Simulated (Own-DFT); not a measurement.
Simulation results for GaN (wurtzite, strained, atoms displaced)

Computed with Own-DFT development build. A calculation, not a measurement: plane-wave PBE density functional theory by an unreviewed code, no spin, of a simulated periodic cell, stress positive in tension, free energy of the whole cell less one offset for each atom, forces on such cells passed a denser k mesh, this cell's mesh not checked; offsets are fitted by least squares, one for each functional and potential file, so energies compare only between cells with the same atoms and settings and are not formation energies; the far tail of each file's local potential was reset to the Coulomb form; each entry is a single point on an unrelaxed cell, so the pressure reflects the starting lattice, mostly measured values (interpolated for alloys), from which strain is counted, and rises with the displacements; printed positions are rounded, which can move forces by about a meV/angstrom; the program, named Own-DFT, is a retired in-house code; no spin-orbit coupling.

Settings shared by all entries: functional PBE; potential files PseudoDojo norm-conserving, scalar-relativistic, standard set with the stringent files for Ga; wave cutoff 96 hartree; occupations Gaussian; smearing width 0.01 eV; k mesh 3 x 4 x 3 centred on Gamma.

(1) 
```xyz
96
Lattice="12.7560 0.0000 0.0000 -4.7835 8.2853 0.0000 0.0000 0.0000 10.1626" Properties=species:S:1:pos:R:3:force_x:R:1:force_y:R:1:force_z:R:1 formula=GaN free_energy_of_cell_above_offsets=-2.707 pressure=11.47 stress_xx=-8.6 stress_yy=-10.29 stress_zz=-15.54 stress_yz=-0.4 stress_xz=0.26 stress_xy=-0.33
Ga     0.0312     1.8540    10.0982     -0.652     -0.822      0.832
Ga     1.5754     0.8449     2.5335      1.217      1.963      0.577
N      0.0444     1.8243     1.9240     -0.704      0.456     -0.359
N      1.6474     0.9361     4.5098      -2.74     -1.417     -1.531
Ga    -0.0116     1.8512     5.0980      0.041      -0.76     -0.109
Ga     1.6065     0.9129     7.6354     -0.456      1.401      0.614
N      0.0361     1.8148     6.9938     -0.656      0.409      0.825
N      1.5984     0.8674     9.5858      0.009      1.894     -0.599
Ga    -1.5354     4.6121     0.0111     -1.318      0.094     -1.424
Ga    -0.0258     3.6620     2.6127      0.436       0.21     -0.876
N     -1.6747     4.6140     1.8950      1.028     -1.021      0.145
N     -0.0510     3.6355     4.5137       0.94      0.706     -0.444
Ga    -1.5965     4.6177     4.9670      0.475      0.524      2.099
Ga     0.0181     3.6483     7.6810     -0.512      0.391     -3.111
N     -1.5833     4.6138     6.9825     -0.067      0.015      0.205
N      0.0224     3.6617     9.4858     -0.101      0.435      2.266
Ga    -3.1726     7.4069     0.0097     -1.051     -0.854      0.322
Ga    -1.6064     6.3851     2.4931       1.25      1.731      1.273
N     -3.1280     7.3950     1.9351     -1.416     -1.519      0.013
N     -1.5476     6.4432     4.5163     -0.378      0.908     -0.821
Ga    -3.2349     7.3682     5.0581      1.406     -0.184      0.836
Ga    -1.6553     6.4611     7.6552      0.553     -0.183     -1.133
N     -3.2316     7.4917     7.0590      0.214     -3.165     -1.181
N     -1.6252     6.5797     9.5667      0.581     -2.359     -0.287
Ga     3.1282     1.8851     0.0315      1.868     -1.359     -0.756
Ga     4.8488     0.9635     2.5423     -1.403     -1.467      0.093
N      3.2566     1.8649     1.8939     -1.524     -1.455       0.98
N      4.8520     0.8440     4.4702      -1.06      2.285     -0.196
Ga     3.0944     1.7880     5.0874       3.05      1.709      -0.11
Ga     4.6727     0.9350     7.5605      3.157     -0.387      2.065
N      3.1842     1.7810     7.0091      -1.33      1.676     -0.247
N      4.8694     0.9133     9.6066     -2.154      0.144     -1.528
Ga     1.6069     4.5565    10.1203      0.187       0.91      0.829
Ga     3.1916     3.6033     2.4887     -0.179      2.063      1.077
N      1.5199     4.6696     1.9355      0.434     -2.414     -0.929
N      3.0890     3.7095     4.4796      1.947     -1.558     -0.518
Ga     1.6246     4.6137     5.1335     -1.083      0.271     -0.395
Ga     3.2185     3.6827     7.6040      0.108     -0.341       -0.1
N      1.6176     4.5950     7.0402     -0.312     -0.056      0.538
N      3.2514     3.6786     9.5692     -1.113      0.338     -0.894
Ga     0.0300     7.3189    10.1054     -1.098      2.204      1.638
Ga     1.6008     6.3985     2.5357     -0.837      1.735      0.542
N     -0.0318     7.3928     1.9124      0.325     -0.727      0.147
N      1.6709     6.4193     4.4831     -1.037      0.097     -0.067
Ga     0.0865     7.4207     5.1335     -0.273     -1.944     -0.728
Ga     1.5320     6.4347     7.6462      2.058     -0.101     -0.209
N      0.1045     7.3915     7.0345      -2.41     -0.027          0
N      1.5562     6.4836     9.5831       0.58     -2.457     -1.156
Ga     6.3591     1.8772     0.0298     -0.261      0.856      -1.39
Ga     7.9042     0.9158     2.4829     -0.429      0.696      1.518
N      6.2756     1.8893     1.8659      2.362      0.474      1.883
N      7.9653     0.9139     4.5568      0.421      1.177     -1.503
Ga     6.3629     1.8848     5.1062      0.307      0.001     -1.142
Ga     7.9852     0.8708     7.6464     -0.859      1.096     -0.534
N      6.3441     1.8723     6.9546      0.312     -0.535      1.746
N      7.8939     0.9397     9.5703      1.179     -0.429     -0.236
Ga     4.7795     4.6792    10.0801       0.98     -0.614      1.573
Ga     6.3839     3.7471     2.5460     -1.222     -1.482      0.353
N      4.8192     4.5248     1.9129     -1.664       1.86     -0.452
N      6.3413     3.7925     4.4684      2.441     -2.213     -0.432
Ga     4.8464     4.5554     5.0801     -2.709      1.232     -1.148
Ga     6.4249     3.7040     7.5542     -2.866      -1.84      2.239
N      4.7883     4.5702     6.9121     -0.089      0.445      2.523
N      6.4169     3.7574     9.6300     -0.597     -0.359     -1.572
Ga     3.0970     7.3281    10.1241      1.085      1.443      0.977
Ga     4.7657     6.4816     2.5290     -0.837     -1.289       0.19
N      3.1119     7.4148     1.9268       0.64     -1.072     -0.396
N      4.8417     6.3928     4.4661     -0.192       0.96     -0.055
Ga     3.2195     7.3732     5.0258      0.678     -0.571       0.55
Ga     4.7877     6.4224     7.6140      -0.06       0.24     -0.525
N      3.2371     7.3898     6.9794      -0.59     -0.888      0.567
N      4.7454     6.5345     9.5832     -0.049     -0.819     -1.105
Ga     9.4955     1.8301     0.0703       0.66      0.136     -1.598
Ga    11.1578     0.9636     2.5219      -0.29     -0.778      0.038
N      9.5072     1.8274     1.9547       0.55      0.705      0.165
N     11.1642     0.8506     4.4691      0.173      2.328     -0.532
Ga     9.5894     1.8652     5.1989     -0.436     -0.314     -4.618
Ga    11.1169     0.9237     7.6522      1.041       0.11     -1.122
N      9.6257     1.9155     6.9467     -0.647     -3.111       2.54
N     11.1936     0.8864     9.4964     -0.669      1.075      1.542
Ga     7.9877     4.6745     0.0204      0.125     -0.903     -0.306
Ga     9.5391     3.7012     2.5055     -0.828     -0.541      0.495
N      7.8867     4.5935     1.9906      2.501      1.303      -1.19
N      9.5957     3.7721     4.4382     -0.881      -1.73        0.1
Ga     8.0171     4.6260     5.1242     -0.756     -1.423      0.444
Ga     9.6016     3.5647     7.5673     -0.219      3.881      0.361
N      7.8859     4.5273     7.0832      3.881      2.579     -1.718
N      9.5378     3.6631     9.4106       0.73       0.32      3.103
Ga     6.3948     7.3536    10.1058     -0.776      0.639      0.929
Ga     8.0055     6.4399     2.6054     -1.032      0.334     -1.144
N      6.2405     7.3991     1.8646      2.539      0.285      0.559
N      7.9914     6.3610     4.5140     -0.028      2.087     -0.412
Ga     6.4361     7.4194     5.0659     -1.026     -2.179      0.267
Ga     7.9491     6.4619     7.6484      0.148     -0.305     -0.832
N      6.3795     7.4126     6.9832     -0.103     -0.755      0.513
N      7.9348     6.4759     9.5380      1.362     -0.104      0.582
```

Units: free_energy_of_cell_above_offsets in eV; pressure, stress_xx, stress_yy, stress_zz, stress_yz, stress_xz, stress_xy in GPa; force_x, force_y, force_z in eV/Å.

(2) 
```xyz
96
Lattice="12.7560 0.0000 0.0000 -4.7835 8.2853 0.0000 0.0000 0.0000 10.1626" Properties=species:S:1:pos:R:3:force_x:R:1:force_y:R:1:force_z:R:1 formula=GaN free_energy_of_cell_above_offsets=-2.850 pressure=11.42 stress_xx=-8.21 stress_yy=-8.42 stress_zz=-17.62 stress_yz=0.17 stress_xz=-0.19 stress_xy=0.57
Ga    -0.0420     1.8849     0.0617      0.162     -0.595     -1.604
Ga     1.4761     0.9656     2.4286      1.744     -1.284      1.427
N     -0.1490     1.8116     1.9846      3.212      1.548     -2.125
N      1.6118     0.9140     4.4351     -0.337      0.458     -0.541
Ga    -0.0146     1.7825     5.0873      0.277      0.924      0.522
Ga     1.5689     0.9004     7.6035     -0.342       0.46      0.171
N     -0.0517     1.8028     7.0694       0.36      0.752     -0.556
N      1.5651     0.9051     9.5919     -0.299      0.723     -0.314
Ga    -1.6123     4.5056    10.1033      2.413      2.804      1.666
Ga     0.0744     3.6515     2.4006     -1.862      1.158      1.846
N     -1.5265     4.6306     1.8447     -0.907      0.028      1.051
N     -0.0203     3.7114     4.3874      0.726     -0.888      0.079
Ga    -1.5370     4.5292     5.1387      -0.72      0.658      -1.78
Ga    -0.0332     3.7263     7.6996      1.485     -1.364     -4.201
N     -1.5993     4.5260     6.9897      0.237       1.22      0.608
N      0.0259     3.6687     9.4355     -0.216     -0.189      4.618
Ga    -3.2060     7.3869    10.1018     -0.057     -1.522      0.494
Ga    -1.5793     6.5161     2.5943     -0.513     -1.463     -1.205
N     -3.2224     7.3091     1.9212      0.667      1.376     -0.603
N     -1.6087     6.4803     4.4861     -0.859     -1.515      0.241
Ga    -3.1990     7.4105     5.0969      -0.04     -0.259     -0.664
Ga    -1.5599     6.3864     7.6216      -0.08      1.262     -1.103
N     -3.1900     7.3778     6.9728      0.301     -0.839      1.061
N     -1.6406     6.4180     9.4721      0.716      0.223      1.471
Ga     3.2048     1.7838    10.0963     -0.562      1.494       0.93
Ga     4.7894     0.8841     2.5436      0.339      1.691      0.216
N      3.1669     1.8824     1.9505     -0.065     -2.033      -1.37
N      4.8627     0.9040     4.4659     -1.196      0.069      0.017
Ga     3.1910     1.8826     5.0694      0.188     -2.544     -0.215
Ga     4.7806     0.9589     7.6527      0.227     -0.088     -1.516
N      3.1678     1.8139     6.9532      0.263      0.017      1.167
N      4.7753     0.9514     9.5165      1.076     -0.116      1.055
Ga     1.6216     4.5732     0.0176     -0.356      0.768     -1.435
Ga     3.2283     3.6035     2.5616     -0.706      1.709      0.206
N      1.5861     4.6210     1.8739      1.121     -0.425       0.98
N      3.2170     3.5732     4.4804     -0.389      3.114     -0.657
Ga     1.5374     4.6313     5.0554      0.862      -0.79     -0.041
Ga     3.1934     3.6580     7.5799      0.401      0.664     -0.669
N      1.6247     4.6076     6.9776     -0.969     -0.284      0.133
N      3.1277     3.6885     9.4671      1.219      -0.74      1.021
Ga     0.0511     7.4213    10.1494     -1.076     -1.086     -0.046
Ga     1.5542     6.4555     2.4850      1.312      0.017      0.916
N     -0.0034     7.4000     1.9843     -0.072     -0.289     -1.452
N      1.6592     6.4437     4.4993     -2.196     -0.244     -1.516
Ga    -0.1142     7.3498     5.0824      2.626       0.87      0.516
Ga     1.5717     6.4218     7.6136      1.494      0.417     -0.168
N      0.0902     7.4305     7.0164     -1.589     -0.773     -0.299
N      1.5443     6.4223     9.5347      1.025      0.292        0.7
Ga     6.5184     1.8215    10.1119     -2.526      1.097      0.903
Ga     7.9369     0.9702     2.5526      2.401     -1.053       0.12
N      6.5012     1.8322     1.8974     -2.902      1.101      -0.72
N      7.9877     0.9172     4.4317      -0.63      0.713      0.886
Ga     6.3755     1.8577     5.1026      0.559     -0.228     -0.426
Ga     7.9753     0.8880     7.6279      0.479     -0.029     -1.358
N      6.4252     1.8737     7.0114     -0.586     -1.158      0.285
N      7.9626     0.9129     9.5040      1.846     -0.305      0.508
Ga     4.7965     4.6175    10.1387      -1.41     -0.076       -0.3
Ga     6.3433     3.7055     2.5048      0.079     -0.481      0.621
N      4.7262     4.5906     1.8955      0.577      0.041      0.163
N      6.3891     3.6917     4.4923      0.067      0.076     -1.061
Ga     4.7833     4.5948     5.1078     -0.104      0.858       -1.4
Ga     6.4030     3.6150     7.6623     -0.626      1.681     -1.165
N      4.8382     4.6549     6.9312     -0.494     -1.361      2.157
N      6.3077     3.7102     9.5361      1.876     -0.895       0.83
Ga     3.3057     7.3558     0.0381     -1.653     -0.125     -1.728
Ga     4.7308     6.4221     2.5227      0.472      0.208      0.958
N      3.2616     7.4096     1.8684     -1.659     -0.216      1.316
N      4.7257     6.5586     4.4795      1.022     -2.096     -1.013
Ga     3.1383     7.3873     5.0245      0.944      0.659      1.593
Ga     4.7935     6.4546     7.6286      0.296     -0.309     -2.065
N      3.2653     7.3633     7.0124     -1.718      0.139      -0.43
N      4.7373     6.4116     9.4379      1.182      0.363      2.759
Ga     9.5810     1.8859    10.1374     -0.555     -0.174      1.531
Ga    11.1975     0.9264     2.5390     -3.389     -1.566      1.805
N      9.6133     1.8655     2.0160     -0.958      0.518     -1.689
N     11.1566     0.9436     4.4915     -0.187     -0.501     -0.509
Ga     9.5129     1.8914     5.1033      0.801         -2     -0.588
Ga    11.0417     0.9547     7.6751      2.337     -1.653     -1.993
N      9.6205     1.8141     6.9609     -2.215      1.782      1.249
N     11.1213     0.9572     9.5050      0.477     -0.073       2.04
Ga     7.9870     4.6427    10.1449     -0.586     -0.776      0.549
Ga     9.4708     3.7340     2.6586      2.102     -0.628     -3.648
N      7.9529     4.6532     1.9686     -0.277      -1.67      -1.28
N      9.6061     3.6089     4.4221      0.163      1.773      2.577
Ga     8.0410     4.5666     5.0262     -0.813      0.256      1.267
Ga     9.6223     3.7408     7.7500     -1.725     -1.115      -4.08
N      7.9356     4.5602     7.0081       1.49      0.109     -0.042
N      9.6357     3.7728     9.5217     -2.809     -1.951      1.862
Ga     6.3974     7.4238     0.0371     -0.745     -0.874     -1.079
Ga     8.0144     6.3887     2.5157     -1.219      1.913      0.737
N      6.3051     7.3648     1.9154      1.219      -0.22      0.542
N      8.0130     6.4232     4.4768      0.068     -0.233     -0.566
Ga     6.4145     7.3327     4.9836     -0.903      0.775      1.365
Ga     7.9436     6.4232     7.5701     -0.407      0.289     -0.035
N      6.3431     7.3585     6.9892      0.853      0.455     -0.172
N      7.8966     6.3915     9.5416      0.743      1.569     -0.306
```

Units: free_energy_of_cell_above_offsets in eV; pressure, stress_xx, stress_yy, stress_zz, stress_yz, stress_xz, stress_xy in GPa; force_x, force_y, force_z in eV/Å.

(3) 
```xyz
96
Lattice="12.7560 0.0000 0.0000 -4.7835 8.2853 0.0000 0.0000 0.0000 10.1626" Properties=species:S:1:pos:R:3:force_x:R:1:force_y:R:1:force_z:R:1 formula=GaN free_energy_of_cell_above_offsets=-2.862 pressure=11.43 stress_xx=-9.43 stress_yy=-7.1 stress_zz=-17.76 stress_yz=-0.47 stress_xz=0.58 stress_xy=0.06
Ga     0.0404     1.9106     0.0010      -1.44      -1.44     -0.641
Ga     1.5520     0.9952     2.4461       0.22     -1.291      0.936
N     -0.0728     1.8964     1.9041      0.822     -0.916     -0.196
N      1.5948     1.0058     4.4010     -0.725     -1.241      0.251
Ga    -0.0409     1.8822     5.0808      1.056     -1.539      0.265
Ga     1.5813     0.8671     7.6483      0.245     -0.151     -3.239
N     -0.0101     1.7716     6.9666      0.279      0.534      1.058
N      1.5468     0.9200     9.4195      0.101      -0.18      3.552
Ga    -1.5760     4.6398    10.1419     -1.258      -0.61     -0.885
Ga     0.0504     3.6303     2.5470     -0.851      1.856      0.426
N     -1.6241     4.6480     1.8194      1.112      -0.62      2.099
N     -0.0644     3.6196     4.5332      1.273      2.713     -1.174
Ga    -1.6130     4.6130     5.1162      0.569      0.635      0.272
Ga     0.0835     3.6563     7.6233     -1.352     -0.586     -0.167
N     -1.5991     4.5968     7.0574      1.331     -0.271     -0.301
N     -0.0439     3.6790     9.5653      1.139      1.063     -0.537
Ga    -3.1366     7.3467     0.0798     -1.462      0.323     -3.802
Ga    -1.6025     6.4234     2.5498     -0.866       0.64       0.09
N     -3.2681     7.3705     1.8043      0.356      0.433      4.869
N     -1.6623     6.5066     4.5099      1.725     -1.098     -0.993
Ga    -3.2073     7.3130     5.1416     -0.371      1.716     -1.368
Ga    -1.5332     6.4338     7.6194      -1.64     -0.831      0.331
N     -3.1582     7.2213     6.9798     -0.274      1.726      1.075
N     -1.6325     6.4717     9.5419      0.966      -0.21     -0.581
Ga     3.1287     1.7952    10.0956     -0.795       1.59      0.539
Ga     4.8190     0.9618     2.5874     -1.468      -1.28     -0.847
N      3.1765     1.8104     1.8794      0.159       1.07      0.188
N      4.8350     0.9688     4.4964     -1.728      -1.25     -0.359
Ga     3.1333     1.8406     5.0764      0.835      0.073     -0.131
Ga     4.7701     0.9278     7.6645      0.659      -0.25     -0.544
N      3.2363     1.8002     6.9892     -1.116      0.788      0.316
N      4.7120     1.0672     9.5897      1.386     -2.291     -0.898
Ga     1.5757     4.6439     0.0135     -0.373      0.119     -0.036
Ga     3.2086     3.7149     2.4932      0.162     -0.415      0.389
N      1.6284     4.6951     1.9716     -0.704     -2.507     -0.829
N      3.2401     3.7338     4.5051     -1.074     -0.784     -0.915
Ga     1.6181     4.6242     5.1141     -0.605     -0.447     -0.996
Ga     3.1991     3.7472     7.5869      0.598     -1.537      0.009
N      1.6334     4.6070     7.0212     -0.446      0.569      -0.19
N      3.1015     3.7404     9.4844       0.92      -0.34      0.775
Ga    -0.0078     7.3646    10.1023     -1.127      1.554       1.25
Ga     1.5729     6.4305     2.5272     -0.243      1.816     -0.008
N     -0.0810     7.3429     1.8932      1.232      0.712      0.389
N      1.5981     6.4625     4.4428      0.621     -0.587      0.353
Ga     0.0903     7.3340     5.1069     -1.792      0.936     -2.041
Ga     1.5758     6.4491     7.6365     -0.139      0.318     -0.252
N     -0.0711     7.2500     6.9007      2.057      1.707      2.614
N      1.5354     6.5275     9.5576      0.841     -1.345     -0.652
Ga     6.3548     1.9160     0.0086      0.552     -1.421     -0.511
Ga     7.8725     0.9637     2.5578      2.037     -0.882     -1.017
N      6.3330     1.8091     1.9006      0.044      1.267       0.68
N      7.9540     0.9520     4.4922      -0.28     -0.889     -0.257
Ga     6.3324     1.8212     5.0579      1.381      1.225      1.679
Ga     8.0020     0.8446     7.4731     -0.584      3.253      2.898
N      6.3872     1.8620     7.0772     -0.472      -0.71     -1.207
N      7.9222     0.9083     9.5764     -0.183     -0.089     -0.996
Ga     4.7851     4.6397    10.1033     -0.743     -0.214      0.591
Ga     6.3083     3.7029     2.6083      1.057      0.188     -2.364
N      4.7801     4.6511     1.8735     -0.017     -0.388      0.569
N      6.4141     3.6955     4.4491     -0.778     -0.412      1.079
Ga     4.7843     4.5674     5.1117      0.912      0.768     -1.599
Ga     6.3567     3.6892     7.6359      1.021     -0.363     -0.131
N      4.8333     4.6225     6.9425     -0.757     -0.174      1.636
N      6.3410     3.6874     9.5710     -0.351      0.631     -0.655
Ga     3.1670     7.3427     0.0134      0.181      1.352     -0.135
Ga     4.7455     6.4996     2.5508      0.941     -0.864     -0.213
N      3.2095     7.2739     1.9148     -1.696      1.644      0.448
N      4.8076     6.4514     4.4499     -0.421     -0.322      1.011
Ga     3.2060     7.3378     5.1177     -0.032      0.334     -1.781
Ga     4.7956     6.3983     7.5908     -0.302       1.19      0.858
N      3.1357     7.4311     6.9661      0.476     -3.493      0.528
N      4.7711     6.4897     9.5644     -0.149     -0.598     -1.104
Ga     9.5491     1.8968    10.0470     -1.744     -2.061      2.018
Ga    11.1994     0.8287     2.5567     -1.223      1.401     -0.625
N      9.5679     1.7483     1.8380     -0.206      0.843      1.581
N     11.2012     0.9990     4.4487     -0.803     -2.117      0.356
Ga     9.5645     1.7906     4.9910       0.51      0.988      1.446
Ga    11.1194     0.8783     7.6380      0.389      1.327      0.304
N      9.5602     1.8284     7.0592      0.301      0.221     -1.658
N     11.0647     1.0469     9.5531       2.89     -2.157     -0.259
Ga     7.9211     4.5946    10.0743      0.966      0.891      1.292
Ga     9.6628     3.6621     2.5539     -1.192     -0.785     -1.627
N      7.9956     4.6052     1.9193     -0.388     -0.452      0.271
N      9.6614     3.6830     4.4517     -1.384      -0.32       0.25
Ga     7.9992     4.5700     4.9741      0.587      0.317      1.844
Ga     9.6242     3.7060     7.6641      -1.28     -0.714     -0.893
N      7.9652     4.5748     7.0734      0.197      0.787     -1.323
N      9.5071     3.5996     9.5317      0.523      3.638      0.149
Ga     6.3499     7.3818     0.0382      0.463      1.048      -0.33
Ga     7.9755     6.4147     2.6780     -0.204      0.055     -5.888
N      6.3457     7.3589     1.9517      0.778     -0.906     -0.016
N      7.9642     6.4791     4.3921     -0.134     -0.347      4.933
Ga     6.3591     7.3004     5.1651      0.535      1.333     -1.099
Ga     7.9768     6.5099     7.6560        0.3     -1.656     -0.305
N      6.3918     7.3724     7.0699     -0.655     -0.612     -0.815
N      7.9528     6.5210     9.5250      0.123     -0.627      0.925
```

Units: free_energy_of_cell_above_offsets in eV; pressure, stress_xx, stress_yy, stress_zz, stress_yz, stress_xz, stress_xy in GPa; force_x, force_y, force_z in eV/Å.
